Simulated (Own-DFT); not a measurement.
# What random displacements cost in grey tin, 64 atoms (Sn64)

Calculated results; nothing here was measured. The program, named Own-DFT, is a retired in-house plane-wave density functional code that no person has reviewed. Each row is one single-point run on a periodic cell that was not relaxed, without spin or spin-orbit coupling.

Settings of every run: PBE; PseudoDojo norm-conserving scalar-relativistic files; cutoff 42 hartree; 3 x 3 x 3 k mesh centred on Gamma; cold (Marzari-Vanderbilt) smearing of 0.2 eV.

Known limits: forces on such cells moved up to 12 meV/angstrom on a denser k mesh; stress not checked against mesh or cutoff.

Cell vectors in Å: (12.978, 0.000, 0.000); (0.000, 12.978, 0.000); (0.000, 0.000, 12.978). In each run every atom was moved at random and independently from its ideal site; u is the rms move along one axis. E is the free energy for each atom above the fitted value at u = 0, and F the rms of the force components.

```
run   u (Å)  E (meV/atom)  F (eV/Å)  largest force (eV/Å)  P (GPa)
  1  0.0190           4.1     0.212                  0.79     3.38
  2  0.0215             ?         ?                     ?        ?
  3  0.0504          29.2     0.525                  1.62     3.61
  4  0.0525          34.6     0.567                  1.87     3.66
  5  0.1044         123.3     1.160                  5.33     4.41
  6  0.1105         156.5     1.331                  5.75     4.77
  7  0.1477         320.9     2.139                  9.65     6.46
```

## Worked fit

For small independent moves the energy grows as E = (3/2) K u², with K the mean stiffness felt by one atom. The runs with u up to 0.11 Å give K = 7.8 ± 0.3 eV/Å², with residuals divided by u² + 0.0006 Å², since the noise grows with the moves. The scatter is 1.8 meV/atom at u = 0.05 Å. The forces follow F = G u with G = 10.9 eV/Å²; no force at u = 0 is resolved. G exceeds K because the moves of its neighbours add to the force on an atom, and stiffness differs between atoms. At u = 0.148 Å the parabola gives 256 meV/atom and the run 321. The pressure follows P = 3.36 + 97 u² GPa: at fixed volume, shortened bonds push harder than stretched ones pull.

## Withheld run

Question: what energy and rms force should run 2 give?

The fit gives 5 ± 1 meV/atom and about 0.23 eV/Å. The calculation gave 4.3 meV/atom and 0.210 eV/Å.
